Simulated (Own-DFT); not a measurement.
SiC (2H silicon carbide, atoms displaced) (calculated)

Computed with Own-DFT development build. A calculation, not a measurement: plane-wave PBE density functional theory by an unreviewed code, no spin, of a simulated periodic cell, stress positive in tension, free energy of the whole cell less one offset for each atom, forces on such cells passed a denser k mesh, this cell's mesh not checked; offsets are fitted by least squares, one for each functional and potential file, so energies compare only between cells with the same atoms and settings and are not formation energies; the far tail of each file's local potential was reset to the Coulomb form; each entry is a single point on an unrelaxed cell, so the pressure reflects the starting lattice, mostly measured values (interpolated for alloys), from which strain is counted, and rises with the displacements; printed positions are rounded, which can move forces by about a meV/angstrom; the program, named Own-DFT, is a retired in-house code; no spin-orbit coupling.

```cif
# cell vector a (Å): 9.2481 0.0000 0.0000
# cell vector b (Å): -4.6241 8.0091 0.0000
# cell vector c (Å): 0.0000 0.0000 10.0681
data_SiC
_symmetry_space_group_name_H-M 'P 1'
_symmetry_Int_Tables_number 1
_cell_length_a 9.2481
_cell_length_b 9.2481
_cell_length_c 10.0681
_cell_angle_alpha 90.000
_cell_angle_beta 90.000
_cell_angle_gamma 120.000
_cell_volume 745.73
loop_
_atom_site_label
_atom_site_type_symbol
_atom_site_fract_x
_atom_site_fract_y
_atom_site_fract_z
_atom_site_occupancy
Si1 Si 0.98575 0.00321 0.01322 1
Si2 Si 0.11147 0.22095 0.25639 1
C1 C 0.99470 0.99914 0.18848 1
C2 C 0.10255 0.21806 0.42794 1
Si3 Si 0.00532 0.99908 0.48692 1
Si4 Si 0.11928 0.21980 0.75060 1
C3 C 0.99751 0.99637 0.68599 1
C4 C 0.10236 0.22132 0.93673 1
Si5 Si 0.99392 0.33688 0.99560 1
Si6 Si 0.12048 0.55886 0.25166 1
C5 C 0.00420 0.34340 0.18691 1
C6 C 0.10062 0.55130 0.43752 1
Si7 Si 0.00779 0.33090 0.50415 1
Si8 Si 0.10215 0.54679 0.76431 1
C7 C 0.99573 0.32789 0.68950 1
C8 C 0.11581 0.55392 0.94623 1
Si9 Si 0.98587 0.65966 0.00073 1
Si10 Si 0.11924 0.89201 0.25252 1
C9 C 0.99198 0.66643 0.19950 1
C10 C 0.10453 0.87173 0.44356 1
Si11 Si 0.97586 0.64543 0.49841 1
Si12 Si 0.11684 0.89675 0.74882 1
C11 C 0.00397 0.65740 0.68793 1
C12 C 0.12028 0.89287 0.93308 1
Si13 Si 0.33907 0.00618 0.00050 1
Si14 Si 0.45618 0.22579 0.25647 1
C13 C 0.32381 0.98578 0.20001 1
C14 C 0.45521 0.23573 0.43762 1
Si15 Si 0.33174 0.99823 0.50645 1
Si16 Si 0.43927 0.22961 0.74940 1
C15 C 0.32414 0.99158 0.68794 1
C16 C 0.43658 0.22712 0.94044 1
Si17 Si 0.31701 0.31357 0.99650 1
Si18 Si 0.44439 0.54343 0.24607 1
C17 C 0.32095 0.32908 0.18853 1
C18 C 0.43502 0.53549 0.44293 1
Si19 Si 0.33354 0.32790 0.50160 1
Si20 Si 0.43791 0.55054 0.74553 1
C19 C 0.33233 0.33918 0.68710 1
C20 C 0.43815 0.55102 0.93264 1
Si21 Si 0.33282 0.66198 0.00771 1
Si22 Si 0.43916 0.88366 0.25743 1
C21 C 0.34181 0.67146 0.18646 1
C22 C 0.44293 0.88784 0.42982 1
Si23 Si 0.33651 0.66451 0.49937 1
Si24 Si 0.44285 0.89291 0.75150 1
C23 C 0.32716 0.65467 0.68761 1
C24 C 0.44709 0.90020 0.94306 1
Si25 Si 0.67641 0.01166 0.99685 1
Si26 Si 0.77470 0.23276 0.24325 1
C25 C 0.65721 0.99777 0.19135 1
C26 C 0.77040 0.22196 0.43830 1
Si27 Si 0.65602 0.99449 0.50064 1
Si28 Si 0.78105 0.23149 0.74727 1
C27 C 0.66912 0.01034 0.69436 1
C28 C 0.77647 0.22257 0.94469 1
Si29 Si 0.65770 0.31478 0.99393 1
Si30 Si 0.77766 0.55582 0.24622 1
C29 C 0.66377 0.33188 0.18302 1
C30 C 0.77726 0.55380 0.43198 1
Si31 Si 0.66380 0.33677 0.50060 1
Si32 Si 0.79086 0.56604 0.74815 1
C31 C 0.66354 0.33099 0.68349 1
C32 C 0.76957 0.55037 0.93443 1
Si33 Si 0.67309 0.66268 0.00023 1
Si34 Si 0.78151 0.88653 0.24119 1
C33 C 0.65571 0.66502 0.17395 1
C34 C 0.76866 0.87593 0.43238 1
Si35 Si 0.68131 0.66583 0.50150 1
Si36 Si 0.76375 0.87848 0.75424 1
C35 C 0.67176 0.67313 0.68928 1
C36 C 0.77955 0.88931 0.93871 1
_calc_functional 'PBE'
_calc_potential_files 'PseudoDojo norm-conserving, scalar-relativistic, standard set'
_calc_wave_cutoff 42  # hartree
_calc_occupations 'Fermi-Dirac'
_calc_smearing_width 0.1  # eV
_calc_hardware 'one NVIDIA H100'
_calc_k_mesh '4 x 4 x 3 centred on Gamma'
_calc_free_energy_of_cell_above_offsets '-3.881'  # eV
_calc_pressure 5.8  # GPa
_calc_stress_xx -5.84  # GPa
_calc_stress_yy -3.55  # GPa
_calc_stress_zz -8.01  # GPa
_calc_stress_yz 0.01  # GPa
_calc_stress_xz 0.9  # GPa
_calc_stress_xy -0.62  # GPa
_calc_wall_time 350.6  # s
```

Force:
```
element  x (eV/Å)  y (eV/Å)  z (eV/Å)
     Si     3.076    -0.032    -3.785
     Si    -1.858     0.437    -3.415
      C      1.69     0.597      1.54
      C     1.908    -0.115     3.689
     Si    -1.536    -1.487     2.172
     Si     -2.84    -1.172    -0.068
      C    -0.176     0.429     -0.59
      C    -0.148     -0.72     0.243
     Si     1.926    -0.098     2.042
     Si     -1.41    -0.072    -0.044
      C    -0.084    -1.606    -0.285
      C     2.003    -0.085     0.324
     Si    -2.856     0.237    -0.999
     Si      1.71     0.629    -2.434
      C     1.429     0.556     0.625
      C    -2.086     0.628    -0.408
     Si     1.959     1.712     0.602
     Si    -3.036    -2.044     0.992
      C     1.917     0.568    -2.429
      C    -0.052     1.881    -0.901
     Si     4.373      2.56     1.127
     Si     -1.74    -2.271     0.229
      C     -1.17     1.251     0.023
      C    -1.797     -0.65     1.829
     Si    -1.316    -1.386     1.021
     Si    -2.576    -1.409    -1.344
      C     1.845      3.57    -2.288
      C    -1.186    -2.759     0.833
     Si    -0.005     -0.43    -1.827
     Si     1.519    -1.284    -0.002
      C      1.42     2.592    -0.018
      C     2.378    -1.615    -1.318
     Si     -1.38     3.857     1.675
     Si    -1.469     1.288     0.959
      C     2.523     -1.03    -0.737
      C     0.666     3.538    -1.477
     Si    -1.142    -0.716    -0.507
     Si     0.882     1.888     1.272
      C     0.685    -1.739    -0.594
      C     0.793    -0.304     0.879
     Si     0.722     1.427    -1.859
     Si     1.008      0.41    -3.024
      C    -0.297    -1.324     1.812
      C    -0.419    -0.609     4.201
     Si     -1.29    -0.811     0.004
     Si     0.574    -1.171     0.636
      C    -0.832     1.971      0.26
      C       1.3    -1.281    -0.888
     Si    -1.182    -3.564     1.755
     Si     2.533    -2.015     1.931
      C      1.55     1.262    -1.059
      C     0.939     0.089    -0.066
     Si     1.668     1.009    -0.406
     Si    -0.179     -1.35     0.348
      C    -0.346    -1.901    -0.927
      C     0.494     0.826    -2.785
     Si    -2.056     3.319     1.044
     Si    -1.461    -0.164    -0.323
      C    -0.635     0.985    -0.533
      C    -1.791    -1.561     -0.13
     Si     1.905    -0.518    -0.108
     Si    -1.508     -1.44     0.283
      C    -0.754     1.363     1.516
      C     1.591    -1.064     0.019
     Si    -3.106    -0.041    -2.331
     Si    -3.166    -0.501     1.649
      C     2.208    -0.326       3.3
      C     0.487     1.588     0.074
     Si    -3.265    -0.191    -0.061
     Si     1.424     3.376    -0.611
      C    -0.021    -2.348    -0.675
      C    -0.936    -0.639     0.346
```
